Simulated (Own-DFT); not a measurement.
# Which defects push the lattice out? C40 NbSi2

Source: density functional calculations with Own-DFT, an unreviewed in-house program that is no longer used. Nothing was measured or relaxed, and spin and spin-orbit coupling are left out.

Settings: PBE; PseudoDojo norm-conserving scalar-relativistic files; cutoff 42 hartree; 4 x 4 x 5 k mesh centred on Gamma; cold (Marzari-Vanderbilt) smearing of 0.2 eV.

Keep in mind: forces on such cells failed a check on a denser k mesh; stress not checked against mesh or cutoff.

All runs share one cell, with vectors in Å (0.000, 8.324, 0.000); (-9.613, 0.000, 0.000); (0.000, 0.000, 6.586) and a volume of 527.0 Å³. Atoms were moved at random from their sites; u is the rms move along one axis. The defect's site can differ from row to row.

```
                    cell   formula   u (Å)  P (GPa)
               no defect  Nb12Si24  0.0193     1.48
               no defect  Nb12Si24  0.0202     1.49
               no defect  Nb12Si24  0.0453     2.35
two Si on a Nb site each  Nb10Si26  0.0325     1.62
two Si on a Nb site each  Nb10Si26  0.0354     1.54
two Si on a Nb site each  Nb10Si26  0.0568     3.10
          one Si vacancy  Nb12Si23  0.0268     0.97
          one Si vacancy  Nb12Si23  0.0461     1.53
          one Si vacancy  Nb12Si23  0.0488     1.86
        two Nb vacancies  Nb10Si24  0.0297     0.06
        two Nb vacancies  Nb10Si24  0.0309        ?
        two Nb vacancies  Nb10Si24  0.0507     0.47
        two Nb vacancies  Nb10Si24  0.0528     0.84
two Nb on a Si site each  Nb14Si22  0.0311     7.54
two Nb on a Si site each  Nb14Si22  0.0433     8.09
two Nb on a Si site each  Nb14Si22  0.0560     8.56
```

## Fit

P = P0 + c u² + a shift for each defect gives P0 = 1.28 GPa, c = 522 ± 55 GPa/Å² and a scatter of 0.18 GPa. The shifts, and each times the cell's volume:

- two Nb on a Si site each: 5.74 ± 0.16 GPa, 18.9 eV (9.4 eV for each of its 2 sites)
- two Si on a Nb site each: -0.15 ± 0.16 GPa, -0.5 eV (-0.3 eV for each of its 2 sites) (not resolved)
- one Si vacancy: -0.73 ± 0.15 GPa, -2.4 eV
- two Nb vacancies: -1.91 ± 0.16 GPa, -6.3 eV (-3.1 eV for each of its 2 sites)

A positive shift means that the defect pushes the cell outwards. Shift times volume (160.2 GPa Å³ is 1 eV) depends little on the cell's size, so, taken for each site, it can be compared between cells at like pressure. The atoms around the defects weren't relaxed, which would change these numbers.

## Check

Question: what pressure belongs in the blank (two Nb vacancies, u = 0.0309 Å)?

Estimate: -0.13 ± 0.22 GPa. DFT gave -0.30 GPa.
